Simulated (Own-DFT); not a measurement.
## Calculated data, Hf₃₆O₇₁ (tetragonal hafnia with one neutral oxygen vacancy, atoms displaced)

A calculation, not a measurement: plane-wave PBE and HSE06 DFT by an unreviewed code, no spin, of a simulated cell at Gamma alone, so results move with cell size and shape, stress positive in tension, energies less offsets, not probed for a lower state with spin; hafnium file: forces about 75 meV/angstrom off all-electron values; oxygen file: force components 24 meV/angstrom off all-electron in a glass; k mesh not checked against a denser one; forces and stress are PBE's, HSE06 gives the energy alone, and its difference from PBE has offsets of its own; offsets are fitted by least squares, one for each functional and potential file, so energies compare only between cells with the same atoms and settings and are not formation energies; the far tail of each file's local potential was reset to the Coulomb form; each entry is a single point on an unrelaxed cell, so the pressure reflects the starting lattice, taken from the Materials Project, from which strain is counted, and rises with the displacements; printed positions are rounded, which can move forces by about a meV/angstrom; the program is a retired in-house code; no spin-orbit coupling. Program: Own-DFT development build.

```cif
# cell vector a (Å): 10.7800 0.0000 0.0000
# cell vector b (Å): 0.0000 10.7800 0.0000
# cell vector c (Å): 0.0000 0.0000 10.4493
data_Hf36O71
_symmetry_space_group_name_H-M 'P 1'
_symmetry_Int_Tables_number 1
_cell_length_a 10.7800
_cell_length_b 10.7800
_cell_length_c 10.4493
_cell_angle_alpha 90.000
_cell_angle_beta 90.000
_cell_angle_gamma 90.000
_cell_volume 1214.30
loop_
_atom_site_label
_atom_site_type_symbol
_atom_site_fract_x
_atom_site_fract_y
_atom_site_fract_z
_atom_site_occupancy
Hf1 Hf 0.00194 0.00762 0.98344 1
Hf2 Hf 0.17698 0.17053 0.23653 1
O1 O 0.99100 0.18287 0.15419 1
O2 O 0.16654 0.00077 0.34875 1
O3 O 0.99373 0.17415 0.40505 1
O4 O 0.16964 0.98772 0.07995 1
Hf3 Hf 0.99612 0.98572 0.50309 1
Hf4 Hf 0.15952 0.16312 0.75600 1
O5 O 0.99615 0.16310 0.65155 1
O6 O 0.16113 0.99564 0.82889 1
O7 O 0.99742 0.17648 0.91012 1
O8 O 0.15483 0.99614 0.60133 1
Hf5 Hf 0.00203 0.31767 0.00314 1
Hf6 Hf 0.16417 0.49596 0.24817 1
O9 O 0.99701 0.50151 0.15903 1
O10 O 0.17283 0.33358 0.34648 1
O11 O 0.98947 0.49897 0.39577 1
O12 O 0.16893 0.33494 0.10081 1
Hf7 Hf 0.01412 0.32745 0.50626 1
Hf8 Hf 0.16805 0.50917 0.75753 1
O13 O 0.99867 0.50753 0.65343 1
O14 O 0.17600 0.33241 0.83670 1
O15 O 0.99724 0.49771 0.90139 1
O16 O 0.16194 0.32728 0.59651 1
Hf9 Hf 0.99850 0.64005 0.00129 1
Hf10 Hf 0.17175 0.83920 0.25626 1
O17 O 0.00089 0.84250 0.13551 1
O18 O 0.16186 0.66092 0.34950 1
O19 O 0.99567 0.83924 0.40122 1
O20 O 0.15967 0.65980 0.09633 1
Hf11 Hf 0.00923 0.67179 0.50692 1
Hf12 Hf 0.16918 0.83713 0.75203 1
O21 O 0.99310 0.83312 0.66655 1
O22 O 0.16983 0.66583 0.84752 1
O23 O 0.99011 0.83572 0.89644 1
O24 O 0.17155 0.66181 0.58805 1
Hf13 Hf 0.33674 0.99741 0.99663 1
Hf14 Hf 0.49861 0.16414 0.25339 1
O25 O 0.32930 0.16936 0.14866 1
O26 O 0.50414 0.00784 0.34245 1
O27 O 0.33699 0.16676 0.40530 1
O28 O 0.49954 0.99955 0.08976 1
Hf15 Hf 0.33117 0.00153 0.49547 1
Hf16 Hf 0.49462 0.16061 0.74549 1
O29 O 0.33118 0.17909 0.65300 1
O30 O 0.49277 0.00928 0.86495 1
O31 O 0.32096 0.16727 0.89474 1
O32 O 0.50263 0.00240 0.58887 1
Hf17 Hf 0.33675 0.32365 0.01302 1
Hf18 Hf 0.50437 0.48259 0.24137 1
O33 O 0.33903 0.50470 0.13612 1
O34 O 0.49732 0.32642 0.34547 1
O35 O 0.33956 0.50545 0.39422 1
O36 O 0.49761 0.32968 0.10079 1
Hf19 Hf 0.33930 0.33293 0.50506 1
Hf20 Hf 0.48653 0.49843 0.75380 1
O37 O 0.32503 0.49873 0.65239 1
O38 O 0.47782 0.32481 0.84619 1
O39 O 0.33720 0.50572 0.89444 1
O40 O 0.50250 0.33122 0.58814 1
Hf21 Hf 0.32685 0.67628 0.00032 1
Hf22 Hf 0.48854 0.84967 0.24769 1
O41 O 0.32208 0.84301 0.14607 1
O42 O 0.49215 0.66842 0.35603 1
O43 O 0.33542 0.83105 0.40263 1
O44 O 0.48975 0.66068 0.08595 1
Hf23 Hf 0.34008 0.67760 0.49687 1
Hf24 Hf 0.50182 0.83054 0.76207 1
O45 O 0.33647 0.83959 0.65365 1
O46 O 0.49560 0.67394 0.85086 1
O47 O 0.34149 0.84546 0.89723 1
O48 O 0.50356 0.68109 0.60392 1
Hf25 Hf 0.67837 0.00487 0.00770 1
Hf26 Hf 0.82302 0.17075 0.24390 1
O49 O 0.66276 0.16707 0.16196 1
O50 O 0.84216 0.99025 0.34535 1
O51 O 0.66448 0.16542 0.41720 1
O52 O 0.83531 0.99111 0.08948 1
Hf27 Hf 0.68128 0.98034 0.50004 1
Hf28 Hf 0.83150 0.16786 0.75100 1
O53 O 0.66374 0.16933 0.65046 1
O54 O 0.84470 0.00693 0.84263 1
O55 O 0.66545 0.15814 0.90813 1
O56 O 0.83630 0.98825 0.61749 1
Hf29 Hf 0.66139 0.34735 0.00085 1
Hf30 Hf 0.82776 0.48525 0.26450 1
O57 O 0.66421 0.50276 0.14228 1
O58 O 0.83994 0.34367 0.35301 1
O59 O 0.66910 0.50391 0.39657 1
O60 O 0.83826 0.34031 0.10205 1
Hf31 Hf 0.66171 0.32392 0.51275 1
Hf32 Hf 0.83420 0.49724 0.74567 1
O61 O 0.66234 0.49936 0.64574 1
O62 O 0.83046 0.34358 0.84606 1
O63 O 0.66751 0.49330 0.89819 1
O64 O 0.83329 0.32933 0.59815 1
Hf33 Hf 0.66044 0.67120 0.99724 1
Hf34 Hf 0.84841 0.84804 0.24441 1
O65 O 0.66928 0.84094 0.15174 1
O66 O 0.82917 0.68272 0.35175 1
O67 O 0.67313 0.81485 0.40443 1
O68 O 0.82951 0.66480 0.09648 1
Hf35 Hf 0.67128 0.66141 0.50958 1
Hf36 Hf 0.84118 0.84392 0.74796 1
O69 O 0.82834 0.66343 0.84058 1
O70 O 0.66118 0.83317 0.89338 1
O71 O 0.82600 0.66469 0.59475 1
_calc_first_functional 'PBE'
_calc_second_functional 'HSE06'
_calc_exact_exchange_share 0.25
_calc_screening 0.11  # 1/bohr
_calc_exchange_divergence 'Gygi-Baldereschi'
_calc_potential_files 'PseudoDojo norm-conserving, scalar-relativistic, made for PBE, standard set'
_calc_wave_cutoff 48  # hartree
_calc_occupations 'fixed'
_calc_k_mesh '1 x 1 x 1 centred on Gamma'
_calc_PBE_stress_zz ?
```

To be estimated
1. Hf₃₆O₇₁ (tetragonal hafnia with one neutral oxygen vacancy, atoms displaced): PBE stress zz?

Answers
1. -5.58 GPa

Further results for Hf₃₆O₇₁ (tetragonal hafnia with one neutral oxygen vacancy, atoms displaced):

```
PBE energy of cell above offsets : -87.419 eV
HSE06 less PBE above offsets     : 0.607 eV
PBE pressure                     : 5.72 GPa
PBE stress xx                    : -5.58 GPa
PBE stress yy                    : -6 GPa
PBE stress yz                    : -0.2 GPa
PBE stress xz                    : -0.73 GPa
PBE stress xy                    : 0.42 GPa
```

Force:
| element | x (eV/Å) | y (eV/Å) | z (eV/Å) |
| --- | --- | --- | --- |
| Hf | -0.29 | -5.27 | 1.909 |
| Hf | -4.218 | 0.472 | 3.389 |
| O | 1.698 | -1.358 | -0.349 |
| O | 0.617 | 0.838 | -0.584 |
| O | 0.167 | -2.303 | -0.133 |
| O | -1.323 | 2.176 | 0.884 |
| Hf | 0.002 | 4.089 | 0.352 |
| Hf | 1.641 | 2.448 | -2.478 |
| O | -0.151 | 0.14 | 1.243 |
| O | -0.595 | 1.432 | 3.024 |
| O | 0.486 | -3.213 | -3.697 |
| O | 1.968 | -0.182 | -1.198 |
| Hf | -0.666 | 6.466 | 2.35 |
| Hf | 0.247 | 1.508 | 0.287 |
| O | 0.568 | -0.156 | -0.984 |
| O | 0.126 | -1.035 | -0.248 |
| O | 1.457 | 0.393 | 1.782 |
| O | -0.323 | -0.708 | -0.203 |
| Hf | -4.187 | 1.124 | -2.119 |
| Hf | -0.412 | -2.312 | -1.166 |
| O | 1.061 | 0.144 | -0.085 |
| O | -1.122 | 0.647 | 1.361 |
| O | 0.844 | -3.003 | -1.152 |
| O | 3 | 0.076 | 0.943 |
| Hf | -2.475 | 4.553 | 2.161 |
| Hf | -2.923 | -1.941 | -1.44 |
| O | 1.566 | 0.198 | 2.084 |
| O | 0.047 | 1.885 | -0.47 |
| O | 1.543 | -1.796 | -0.107 |
| O | 1.387 | 0.23 | 0.213 |
| Hf | -3.163 | -2.54 | -2.273 |
| Hf | -0.139 | -1.957 | -1.269 |
| O | 4.31 | -1.019 | -3.762 |
| O | -0.053 | 1.947 | 0.595 |
| O | 0.792 | -0.045 | 0.533 |
| O | 0.182 | 0.865 | 1.718 |
| Hf | 0.9 | 1.636 | -0.848 |
| Hf | 0.128 | 1.001 | 0.065 |
| O | 2.37 | -0.314 | -0.73 |
| O | -0.587 | -1.849 | 0.799 |
| O | -0.289 | -0.345 | -0.926 |
| O | -0.022 | 0.121 | 2.271 |
| Hf | 0.099 | -0.051 | 2.206 |
| Hf | 0.44 | -0.75 | 0.807 |
| O | -0.57 | -1.104 | -0.46 |
| O | 0.269 | -0.242 | -2.741 |
| O | -0.461 | -1.179 | 1.682 |
| O | -0.357 | 0.016 | -0.019 |
| Hf | -0.921 | 2.024 | -3.907 |
| Hf | -1.331 | 3.896 | 1.742 |
| O | -0.912 | -1.33 | 1.266 |
| O | 0.08 | 0.106 | 0.192 |
| O | -0.347 | -1.356 | 1.083 |
| O | 1.059 | -0.246 | 0.419 |
| Hf | -2.054 | 1.386 | -1.145 |
| Hf | 0.649 | 0.54 | 0.063 |
| O | 1.457 | -0.43 | -0.707 |
| O | 1.389 | 0.832 | 0.069 |
| O | -0.219 | -0.091 | 0.731 |
| O | -2.018 | 0.427 | 2.292 |
| Hf | -0.009 | -2.067 | -0.204 |
| Hf | 2.783 | -3.671 | -0.245 |
| O | 1.706 | -0.623 | 0.5 |
| O | -0.127 | 0.69 | -1.961 |
| O | -0.618 | 3.106 | -1.674 |
| O | 1.236 | 1.285 | 0.958 |
| Hf | 1.805 | -3.327 | 0.048 |
| Hf | 1 | 1.689 | -1.997 |
| O | -1.039 | 0.083 | -0.204 |
| O | 0.103 | -2.105 | -0.177 |
| O | -1.273 | -2.104 | -0.197 |
| O | -0.725 | -0.157 | 0.82 |
| Hf | -3.24 | -2.261 | -1.753 |
| Hf | 2.719 | 1.142 | 3.258 |
| O | -0.173 | -0.404 | -1.054 |
| O | -1.188 | 4.672 | 1.984 |
| O | 0.744 | -1.185 | -2.022 |
| O | 1.845 | 1.938 | 1.078 |
| Hf | -1.863 | -0.277 | 0.367 |
| Hf | -1.228 | 2.131 | -1.252 |
| O | 0.559 | 0.002 | 1.496 |
| O | -0.191 | 0.434 | 1.743 |
| O | 0.727 | 2.577 | -0.223 |
| O | -0.442 | 0.854 | -2.922 |
| Hf | 1.954 | -1.304 | -0.384 |
| Hf | 0.563 | 6.951 | -2.017 |
| O | -0.432 | -1.292 | 0.047 |
| O | -1.215 | -6.244 | 0.937 |
| O | -0.587 | -1.632 | -0.19 |
| O | -2.105 | -0.835 | -0.447 |
| Hf | 3.543 | 1.788 | -1.556 |
| Hf | -0.983 | 1.763 | -0.913 |
| O | -0.616 | -0.514 | 1.208 |
| O | 0.132 | -3.034 | 1.059 |
| O | -1.487 | 1.488 | -0.409 |
| O | 0.447 | 0.067 | 0.473 |
| Hf | 1.959 | -0.069 | 0.705 |
| Hf | -1.442 | -6.62 | -1.772 |
| O | -1.381 | 0.112 | 0.337 |
| O | 1.437 | -1.492 | -0.964 |
| O | -1.431 | 4.467 | 0.764 |
| O | 0.022 | 0.089 | -1.24 |
| Hf | -1.294 | -0.797 | -2.366 |
| Hf | -3.984 | -2.814 | 2.943 |
| O | -0.018 | 0.02 | 0.184 |
| O | 0.397 | 1.351 | 0.6 |
| O | 2.991 | 0.641 | 1.32 |
